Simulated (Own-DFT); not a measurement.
## Calculated data, GaAs (twinned zincblende, atoms displaced)

All values are calculated (Own-DFT development build). A calculation, not a measurement: plane-wave PBE density functional theory by an unreviewed code, no spin, of a simulated periodic cell, stress positive in tension, free energy of the whole cell less one offset for each atom, forces on such cells moved up to 12 meV/angstrom on a denser k mesh; offsets are fitted by least squares, one for each functional and potential file, so energies compare only between cells with the same atoms and settings and are not formation energies; the far tail of each file's local potential was reset to the Coulomb form; each entry is a single point on an unrelaxed cell, so the pressure reflects the starting lattice, mostly measured values (interpolated for alloys), from which strain is counted, and rises with the displacements; printed positions are rounded, which can move forces by about a meV/angstrom; the program, named Own-DFT, is a retired in-house code; no spin-orbit coupling; before rounding, a Quantum ESPRESSO 7.3.1 run of the same cell and cutoff gave forces within 1 meV/angstrom rms on each cell, which checks the program and not the settings.

Common to all runs: functional PBE; potential files PseudoDojo norm-conserving, scalar-relativistic, standard set; wave cutoff 42 hartree; occupations Fermi-Dirac; smearing width 0.1 eV; k mesh 4 x 4 x 2 centred on Gamma.

```yaml
- entry: 1
  formula: GaAs
  kind: "twinned zincblende, atoms displaced"
  structure:
    cell_angstrom:
      - [5.6533, -5.6533, 0.0]
      - [0.0, 5.6533, -5.6533]
      - [11.3066, 11.3066, 11.3066]
    atoms_fractional:
      - [Ga, 0.01055, 0.01581, 0.44039]
      - [As, 0.99967, 0.99479, 0.06052]
      - [Ga, 0.15733, 0.34095, 0.10274]
      - [As, 0.15386, 0.33648, 0.23827]
      - [Ga, 0.35029, 0.16077, 0.26839]
      - [As, 0.32507, 0.1631, 0.39829]
      - [Ga, 0.98861, 0.50227, 0.43901]
      - [As, 0.00041, 0.5039, 0.05832]
      - [Ga, 0.18843, 0.85533, 0.11254]
      - [As, 0.17647, 0.8447, 0.23361]
      - [Ga, 0.32882, 0.65612, 0.27321]
      - [As, 0.30572, 0.64693, 0.39917]
      - [Ga, 0.50754, 0.98999, 0.43101]
      - [As, 0.49334, 0.01132, 0.05865]
      - [Ga, 0.64788, 0.31202, 0.0961]
      - [As, 0.67983, 0.34023, 0.22501]
      - [Ga, 0.8287, 0.17544, 0.2692]
      - [As, 0.82357, 0.15902, 0.39207]
      - [Ga, 0.51478, 0.49786, 0.44368]
      - [As, 0.50417, 0.50125, 0.06244]
      - [Ga, 0.66109, 0.83853, 0.10956]
      - [As, 0.68678, 0.83707, 0.231]
      - [Ga, 0.79958, 0.65136, 0.27247]
      - [As, 0.83364, 0.66186, 0.38659]
      - [Ga, 0.02172, 0.0119, 0.94197]
      - [As, 0.01309, 0.00529, 0.56216]
      - [Ga, 0.837, 0.65507, 0.59815]
      - [As, 0.81794, 0.66621, 0.73109]
      - [Ga, 0.66706, 0.84113, 0.7748]
      - [As, 0.69727, 0.83568, 0.89393]
      - [Ga, 0.99804, 0.5071, 0.94005]
      - [As, 0.01086, 0.50849, 0.5747]
      - [Ga, 0.8289, 0.15058, 0.60034]
      - [As, 0.82784, 0.17662, 0.72819]
      - [Ga, 0.65976, 0.34297, 0.76263]
      - [As, 0.65121, 0.33095, 0.90478]
      - [Ga, 0.49318, 0.00151, 0.93424]
      - [As, 0.49978, 0.00555, 0.55052]
      - [Ga, 0.35855, 0.66981, 0.58852]
      - [As, 0.32067, 0.67165, 0.72955]
      - [Ga, 0.15968, 0.84304, 0.77436]
      - [As, 0.21491, 0.85064, 0.89378]
      - [Ga, 0.48366, 0.49476, 0.93721]
      - [As, 0.50389, 0.50909, 0.56557]
      - [Ga, 0.34215, 0.17137, 0.59413]
      - [As, 0.35023, 0.16533, 0.72602]
      - [Ga, 0.16124, 0.35531, 0.77098]
      - [As, 0.15721, 0.31858, 0.89327]
  results:
    "free_energy_of_cell_above_offsets [eV]": "-13.159"
    "pressure [GPa]": 5.14
    "stress_xx [GPa]": -5.81
    "stress_yy [GPa]": -4.74
    "stress_zz [GPa]": -4.89
    "stress_yz [GPa]": 0.26
    "stress_xz [GPa]": 0.21
    "stress_xy [GPa]": 0.09
    force_element: [Ga, As, Ga, As, Ga, As, Ga, As, Ga, As, Ga, As, Ga, As, Ga, As, Ga, As, Ga, As, Ga, As, Ga, As, Ga, As, Ga, As, Ga, As, Ga, As, Ga, As, Ga, As, Ga, As, Ga, As, Ga, As, Ga, As, Ga, As, Ga, As]
    "force_x [eV/angstrom]": [-1.524, 0.939, 0.744, -0.194, 0.413, 0.828, -0.193, 0.876, -1.531, -0.978, 0.772, 1.421, -1.553, -0.388, 2.261, -1.319, 0.219, 1.115, -1.304, -0.338, -0.578, -1.548, 0.824, 1.664, -0.577, -0.689, 0.881, 0.417, -1.065, -0.161, -0.654, -0.984, 0.284, -0.015, 1.779, -0.076, 4.847, 1.164, -0.056, 0.442, -0.576, -5.285, 0.328, 0.782, 1.063, -2.444, -0.193, 0.16]
    "force_y [eV/angstrom]": [-0.325, 1.296, -0.426, -2.608, 1.82, -1.307, 0.397, 1.716, -0.154, -0.284, 0.491, -1.28, 0.446, -2.001, 1.241, -0.054, -0.236, -0.04, -0.249, 1.111, -0.906, 1.955, -2.192, 2.229, -1.414, 0.11, 2.097, -0.46, 0.133, 1.478, -1.114, -2.367, 0.977, -0.783, 0.344, -1.406, -1.923, -0.008, 4.21, -0.737, -0.673, 1.86, 0.289, -2.873, 0.741, 1.209, -1.412, 1.083]
    "force_z [eV/angstrom]": [0.338, 0.714, 0.777, -0.402, -0.71, -0.867, 1.273, 0.425, 0.372, 1.579, -0.929, -0.654, 0.065, 1.989, -1.694, -0.241, 0.926, -0.45, -0.788, -0.075, -0.596, -0.746, -0.637, 0.888, 0.419, 0.778, -0.317, -1.57, -0.519, 0.821, -0.782, 0.097, -0.147, 0.363, 1.271, -1.697, -0.488, 0.705, -0.307, -1.413, -0.234, 1.965, -0.636, 0.803, 1.034, -0.389, 0.731, -1.041]
- entry: 2
  formula: GaAs
  kind: "twinned zincblende, atoms displaced"
  structure:
    cell_angstrom:
      - [5.6533, -5.6533, 0.0]
      - [0.0, 5.6533, -5.6533]
      - [11.3066, 11.3066, 11.3066]
    atoms_fractional:
      - [Ga, 0.0008, 0.03035, 0.44161]
      - [As, 0.98565, 0.9766, 0.06206]
      - [Ga, 0.14168, 0.32232, 0.1068]
      - [As, 0.15955, 0.31872, 0.23071]
      - [Ga, 0.31838, 0.13491, 0.27157]
      - [As, 0.31409, 0.15872, 0.40014]
      - [Ga, 4.0e-05, 0.49962, 0.44578]
      - [As, 0.99706, 0.48848, 0.05894]
      - [Ga, 0.16253, 0.81975, 0.10756]
      - [As, 0.15682, 0.85797, 0.23513]
      - [Ga, 0.35596, 0.7014, 0.26541]
      - [As, 0.36693, 0.67092, 0.39493]
      - [Ga, 0.52, 0.99851, 0.44387]
      - [As, 0.49968, 0.9978, 0.06361]
      - [Ga, 0.66071, 0.33382, 0.10158]
      - [As, 0.68039, 0.32637, 0.23298]
      - [Ga, 0.80814, 0.14722, 0.27876]
      - [As, 0.83036, 0.17891, 0.39676]
      - [Ga, 0.50084, 0.49555, 0.43698]
      - [As, 0.51862, 0.51855, 0.06234]
      - [Ga, 0.66255, 0.8393, 0.10273]
      - [As, 0.65857, 0.8494, 0.22617]
      - [Ga, 0.83155, 0.62107, 0.26646]
      - [As, 0.82563, 0.68529, 0.39414]
      - [Ga, 0.00527, 0.00897, 0.94022]
      - [As, 0.96689, 0.98887, 0.56632]
      - [Ga, 0.84633, 0.66948, 0.61053]
      - [As, 0.83219, 0.64772, 0.7276]
      - [Ga, 0.68256, 0.87543, 0.76253]
      - [As, 0.67069, 0.83227, 0.90572]
      - [Ga, 0.99868, 0.49224, 0.93966]
      - [As, 0.99685, 0.48753, 0.55807]
      - [Ga, 0.7997, 0.13949, 0.60487]
      - [As, 0.84084, 0.18367, 0.73299]
      - [Ga, 0.65169, 0.31537, 0.77435]
      - [As, 0.66832, 0.32359, 0.89716]
      - [Ga, 0.51083, 0.01617, 0.93157]
      - [As, 0.49574, 0.98311, 0.56225]
      - [Ga, 0.33833, 0.67648, 0.60537]
      - [As, 0.32245, 0.66899, 0.73002]
      - [Ga, 0.15872, 0.82258, 0.76511]
      - [As, 0.17055, 0.83775, 0.89361]
      - [Ga, 0.50059, 0.49568, 0.93765]
      - [As, 0.51421, 0.50932, 0.55724]
      - [Ga, 0.32245, 0.15635, 0.60689]
      - [As, 0.36047, 0.17922, 0.73473]
      - [Ga, 0.17604, 0.3517, 0.7682]
      - [As, 0.17402, 0.34264, 0.88698]
  results:
    "free_energy_of_cell_above_offsets [eV]": "-11.732"
    "pressure [GPa]": 5.67
    "stress_xx [GPa]": -6.09
    "stress_yy [GPa]": -4.71
    "stress_zz [GPa]": -6.22
    "stress_yz [GPa]": 0.49
    "stress_xz [GPa]": 0.7
    "stress_xy [GPa]": -0.92
    force_element: [Ga, As, Ga, As, Ga, As, Ga, As, Ga, As, Ga, As, Ga, As, Ga, As, Ga, As, Ga, As, Ga, As, Ga, As, Ga, As, Ga, As, Ga, As, Ga, As, Ga, As, Ga, As, Ga, As, Ga, As, Ga, As, Ga, As, Ga, As, Ga, As]
    "force_x [eV/angstrom]": [-0.764, 1.243, 0.883, 0.454, 3.973, 1.125, -1.47, 0.422, 0.143, -3.686, -1.567, -1.879, -1.914, -1.043, 0.52, -3.602, 1.214, 0.716, 0.164, -1.411, 0.439, 0.995, 2.065, 0.792, -0.137, 1.443, -1.557, 0.106, -0.124, -1.087, -0.147, 1.96, 2.033, -0.112, 2.974, 0.48, -0.427, -0.876, -0.799, 1.126, 0.732, -0.303, -0.064, 0.588, 0.01, -4.431, -0.079, 0.875]
    "force_y [eV/angstrom]": [-0.419, 0.26, -1.412, 0.991, 3.703, -1.539, -1.336, 1.248, 0.108, -4.479, 1.061, 1.626, 0.046, 0.398, -0.042, -1.179, -1.275, 0.476, -1.023, 0.482, 0.202, -2.694, 3.843, -1.207, -0.718, -1.212, -1.294, 1.977, -0.706, -0.877, -0.702, 1.923, 0.912, -0.556, -0.181, 0.835, -0.093, 2.072, -1.137, -1.387, 1.678, 0.017, -0.023, 1.002, 0.121, 0.778, -1.239, 0.969]
    "force_z [eV/angstrom]": [1.205, -0.695, 0.468, -0.438, -3.868, -0.337, -3.319, 0.293, -0.381, 3.473, 2.34, -0.626, -0.348, -0.767, 0.525, 1.207, -1.061, -0.114, 0.236, 1.4, -0.022, 0.478, -2.15, 0.274, -0.449, -0.291, -0.225, 0.13, 4.078, -1.486, -1.424, 1.981, -1.036, -2.209, -0.942, -2.055, 2.815, -0.529, 1.768, -1.265, -0.286, 0.299, 0.024, 1.609, -0.935, 0.629, 0.597, 1.427]
- entry: 3
  formula: GaAs
  kind: "twinned zincblende, atoms displaced"
  structure:
    cell_angstrom:
      - [5.6533, -5.6533, 0.0]
      - [0.0, 5.6533, -5.6533]
      - [11.3066, 11.3066, 11.3066]
    atoms_fractional:
      - [Ga, 0.0231, 0.0192, 0.43743]
      - [As, 0.0066, 0.00219, 0.06299]
      - [Ga, 0.13798, 0.33619, 0.10834]
      - [As, 0.16333, 0.34753, 0.23356]
      - [Ga, 0.32666, 0.19162, 0.26079]
      - [As, 0.36163, 0.17701, 0.40181]
      - [Ga, 0.02624, 0.51145, 0.44047]
      - [As, 0.02593, 0.51533, 0.06354]
      - [Ga, 0.16774, 0.83167, 0.10701]
      - [As, 0.18362, 0.83998, 0.23519]
      - [Ga, 0.32539, 0.65085, 0.26368]
      - [As, 0.33935, 0.65714, 0.39458]
      - [Ga, 0.49036, 0.99739, 0.43619]
      - [As, 0.49078, 0.0063, 0.06111]
      - [Ga, 0.67023, 0.33552, 0.10584]
      - [As, 0.68644, 0.34679, 0.22507]
      - [Ga, 0.85644, 0.17818, 0.27047]
      - [As, 0.84706, 0.17933, 0.39447]
      - [Ga, 0.48514, 0.49297, 0.43884]
      - [As, 0.49339, 0.48435, 0.07646]
      - [Ga, 0.6624, 0.82052, 0.09827]
      - [As, 0.69586, 0.85262, 0.22648]
      - [Ga, 0.83394, 0.63838, 0.27118]
      - [As, 0.84335, 0.65425, 0.39187]
      - [Ga, 0.00213, 0.00659, 0.93873]
      - [As, 0.00042, 0.00409, 0.55891]
      - [Ga, 0.82367, 0.65453, 0.60681]
      - [As, 0.82567, 0.64273, 0.72382]
      - [Ga, 0.67964, 0.83526, 0.7733]
      - [As, 0.67711, 0.82717, 0.89909]
      - [Ga, 0.98154, 0.49207, 0.93063]
      - [As, 0.0231, 0.5052, 0.55774]
      - [Ga, 0.82638, 0.18122, 0.60137]
      - [As, 0.83026, 0.1556, 0.72667]
      - [Ga, 0.6743, 0.33543, 0.77062]
      - [As, 0.6775, 0.35321, 0.89297]
      - [Ga, 0.51024, 0.00925, 0.93362]
      - [As, 0.49603, 0.98506, 0.57207]
      - [Ga, 0.35143, 0.67733, 0.59888]
      - [As, 0.33883, 0.66796, 0.72127]
      - [Ga, 0.14408, 0.83096, 0.77653]
      - [As, 0.15128, 0.81806, 0.89363]
      - [Ga, 0.49319, 0.49181, 0.93496]
      - [As, 0.47014, 0.48484, 0.56703]
      - [Ga, 0.34195, 0.18132, 0.60957]
      - [As, 0.34089, 0.19199, 0.7277]
      - [Ga, 0.16167, 0.33328, 0.77493]
      - [As, 0.1575, 0.32535, 0.89269]
  results:
    "free_energy_of_cell_above_offsets [eV]": "-13.115"
    "pressure [GPa]": 5.17
    "stress_xx [GPa]": -4.76
    "stress_yy [GPa]": -4.6
    "stress_zz [GPa]": -6.17
    "stress_yz [GPa]": 1.13
    "stress_xz [GPa]": -0.28
    "stress_xy [GPa]": -0.68
    force_element: [Ga, As, Ga, As, Ga, As, Ga, As, Ga, As, Ga, As, Ga, As, Ga, As, Ga, As, Ga, As, Ga, As, Ga, As, Ga, As, Ga, As, Ga, As, Ga, As, Ga, As, Ga, As, Ga, As, Ga, As, Ga, As, Ga, As, Ga, As, Ga, As]
    "force_x [eV/angstrom]": [-1.078, -0.163, 1.421, -1.534, 2.287, -2.699, -1.724, -2.865, 0.666, -1.118, 3.428, -0.337, 1.919, 0.566, 0.396, -1.304, -1.367, -0.112, 2.033, -1.923, 0.575, -0.809, 1.183, 0.587, 0.388, 0.628, -0.997, 1.31, -1.138, -0.799, 2.665, 0.015, 0.761, 0.57, -0.657, -1.966, -0.408, -0.594, -0.508, 0.831, -0.362, 1.701, 0.537, 1.202, -1.636, 0.529, -0.959, 0.861]
    "force_y [eV/angstrom]": [-0.764, 0.499, -1.989, -1.879, -1.389, 0.081, -0.327, 0.83, 0.813, 0.431, 1.249, 0.091, -1.366, -0.992, -1.3, -0.683, 1.614, 0.225, -0.521, -0.239, 0.94, -0.337, 1.613, 1.671, -0.571, 0.751, -1.17, 1.573, -0.385, 0.571, -0.416, 2.038, -1.178, 0.385, -0.644, 0.061, 0.112, 0.714, 0.931, 1.66, -2.04, 0.844, 1.214, -2.188, -1.054, 0.27, -0.64, 0.887]
    "force_z [eV/angstrom]": [0.266, 0.074, 1.389, -0.236, 1.743, -1.304, -0.265, -1.046, -0.127, -0.647, -2.147, -1.635, 1.251, 0.036, -0.347, 2.288, 1.436, 0.685, -0.155, -1.107, -0.557, 1.177, -2.403, 0.118, 0.507, 1.154, -1.695, -0.558, 0.502, -0.449, 0.458, 0.708, 0.404, -0.435, 0.836, 1.373, 0.328, -3.664, 2.203, 0.977, -1.76, -0.358, 0.72, -1.812, 1.466, 2.18, -1.704, 0.134]
- entry: 4
  formula: GaAs
  kind: "twinned zincblende, atoms displaced"
  structure:
    cell_angstrom:
      - [5.6533, -5.6533, 0.0]
      - [0.0, 5.6533, -5.6533]
      - [11.3066, 11.3066, 11.3066]
    atoms_fractional:
      - [Ga, 0.99173, 0.99236, 0.43963]
      - [As, 0.02496, 0.01795, 0.05471]
      - [Ga, 0.16078, 0.32287, 0.10297]
      - [As, 0.1679, 0.33059, 0.23288]
      - [Ga, 0.34809, 0.1831, 0.26923]
      - [As, 0.35877, 0.16193, 0.39034]
      - [Ga, 0.00429, 0.50095, 0.42718]
      - [As, 0.99052, 0.50904, 0.0645]
      - [Ga, 0.1665, 0.8431, 0.10222]
      - [As, 0.16233, 0.80728, 0.22636]
      - [Ga, 0.32, 0.65018, 0.27148]
      - [As, 0.34142, 0.67496, 0.39911]
      - [Ga, 0.50619, 0.00348, 0.43697]
      - [As, 0.50191, 0.99897, 0.06309]
      - [Ga, 0.65283, 0.33463, 0.10813]
      - [As, 0.6624, 0.35313, 0.22906]
      - [Ga, 0.82336, 0.16378, 0.26919]
      - [As, 0.8458, 0.15691, 0.39653]
      - [Ga, 0.50497, 0.51583, 0.43124]
      - [As, 0.5142, 0.51065, 0.07515]
      - [Ga, 0.69289, 0.84083, 0.10313]
      - [As, 0.65706, 0.81783, 0.22859]
      - [Ga, 0.83962, 0.67739, 0.26672]
      - [As, 0.82962, 0.67949, 0.39739]
      - [Ga, 0.00576, 0.01973, 0.93807]
      - [As, 0.98116, 0.98517, 0.56437]
      - [Ga, 0.82482, 0.65499, 0.60577]
      - [As, 0.80195, 0.64266, 0.73056]
      - [Ga, 0.68589, 0.82086, 0.77045]
      - [As, 0.65459, 0.82318, 0.88839]
      - [Ga, 0.01068, 0.52016, 0.93022]
      - [As, 0.0021, 0.4903, 0.561]
      - [Ga, 0.8345, 0.17339, 0.61132]
      - [As, 0.83843, 0.15501, 0.73508]
      - [Ga, 0.65834, 0.33805, 0.77587]
      - [As, 0.67654, 0.34013, 0.89421]
      - [Ga, 0.5, 0.01009, 0.93974]
      - [As, 0.48768, 0.00918, 0.56676]
      - [Ga, 0.32145, 0.64767, 0.60429]
      - [As, 0.34988, 0.67794, 0.72629]
      - [Ga, 0.16722, 0.81128, 0.77289]
      - [As, 0.20067, 0.85501, 0.89294]
      - [Ga, 0.5123, 0.51536, 0.93413]
      - [As, 0.4973, 0.50928, 0.56345]
      - [Ga, 0.32708, 0.1612, 0.5984]
      - [As, 0.33023, 0.16872, 0.73366]
      - [Ga, 0.16382, 0.34141, 0.76417]
      - [As, 0.16359, 0.33032, 0.89775]
  results:
    "free_energy_of_cell_above_offsets [eV]": "-14.777"
    "pressure [GPa]": 4.77
    "stress_xx [GPa]": -4.49
    "stress_yy [GPa]": -4.9
    "stress_zz [GPa]": -4.93
    "stress_yz [GPa]": 0.96
    "stress_xz [GPa]": -0.19
    "stress_xy [GPa]": 0.29
    force_element: [Ga, As, Ga, As, Ga, As, Ga, As, Ga, As, Ga, As, Ga, As, Ga, As, Ga, As, Ga, As, Ga, As, Ga, As, Ga, As, Ga, As, Ga, As, Ga, As, Ga, As, Ga, As, Ga, As, Ga, As, Ga, As, Ga, As, Ga, As, Ga, As]
    "force_x [eV/angstrom]": [1.838, -0.008, 0.944, -1.462, -1.026, -0.779, 0.05, -0.292, 0.331, 0.5, 1.042, -1.141, 1.464, 0.611, 0.582, 0.883, -0.039, -1.058, 0.242, -2.518, 0.055, 0.055, 0.822, -0.252, -1.825, 0.472, 0.166, 1.786, -0.925, 1.863, 0.829, -0.846, -0.74, -1.053, -0.804, 0.461, 1.511, 0.533, 0.267, 0.024, -0.893, -1.9, 0.079, -0.528, 0.045, -0.979, 1.41, 0.205]
    "force_y [eV/angstrom]": [-0.676, 0.836, 1.546, -0.462, -0.359, 2.293, 0.903, -1.051, -0.631, 1.162, 0.047, -0.184, 0.074, 0.0, -1.647, -1.346, -0.002, 0.848, -0.313, -0.244, 0.796, 0.744, 0.663, -2.039, -1.828, 0.262, -0.534, -2.869, 2.074, 1.411, 0.364, 0.492, -0.305, 1.021, -1.427, 0.831, -0.984, -2.59, 0.959, -0.108, 0.606, 1.546, 0.289, -1.536, 2.353, -0.996, 0.09, -0.083]
    "force_z [eV/angstrom]": [-0.446, 1.683, -1.279, 0.313, 1.475, -0.294, 0.795, 0.098, 0.695, -1.739, -0.152, -0.727, 0.479, 0.148, 0.242, 0.855, 0.218, -1.1, 2.064, -1.221, -0.429, -1.174, 0.437, -0.003, 0.469, -0.358, 0.042, -0.98, -1.02, -0.57, 0.873, -0.46, 0.325, -0.513, 1.113, 0.489, -0.373, 0.651, -1.178, 0.507, -1.261, 0.715, 1.932, 0.198, -0.053, 0.194, 0.39, -2.068]
```
